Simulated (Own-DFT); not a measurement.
# Same atoms, different arrangement: As32Ga32, 64 atoms

These are calculations, not measurements. They come from Own-DFT, an in-house plane-wave density functional program, since retired, whose code no person has reviewed. Each row is one single-point run on a periodic cell that was not relaxed, without spin or spin-orbit coupling.

Settings of every run: PBE; PseudoDojo norm-conserving scalar-relativistic files; cutoff 42 hartree; 3 x 3 x 3 k mesh centred on Gamma; Fermi-Dirac smearing of 0.1 eV.

Known limits, some of them of some rows only: not probed for a lower state with spin; forces on such cells failed a check on a denser k mesh; forces not confirmed at this smearing and k mesh; stress not checked against mesh or cutoff.

All cells hold the same atoms in the same cell, with vectors in Å (11.307, 0.000, 0.000); (0.000, 11.307, 0.000); (0.000, 0.000, 11.307). Every atom was moved at random from its ideal site; u is the rms move along one axis. The defect's site can differ from row to row. E is the free energy of the cell above the lowest run. The arrangements:

- A: zincblende GaAs
- B: zincblende GaAs, with one As on a Ga site and one Ga on an As site, 2.4 Å apart

```
arrangement,u (Å),E (eV),P (GPa)
A,0.0177,0.000,3.50
A,0.0193,0.028,3.50
A,0.0202,0.078,3.51
A,0.0476,1.952,3.92
A,0.0493,2.050,3.92
A,0.0496,1.961,3.89
B,0.0284,3.040,3.91
B,0.0297,2.972,3.89
B,0.0320,3.296,3.97
B,0.0447,4.447,4.24
B,0.0512,4.622,4.24
B,0.0534,5.310,4.40
```

Question: once the cost of the random moves is taken out, how do the arrangements rank?

## Worked answer

Fit E = a + b u², with one b for all and one a for each arrangement, and with residuals divided by u², since the noise grows with the moves. Then b = 1000 eV/Å², the scatter at u = 0.04 Å is 0.13 eV, and against A:

- B: 2.54 ± 0.05 eV (higher)

These are energies of unrelaxed cells. Relaxing the atoms lowers the strained arrangements most, so the gaps would shrink and small ones could change sign.
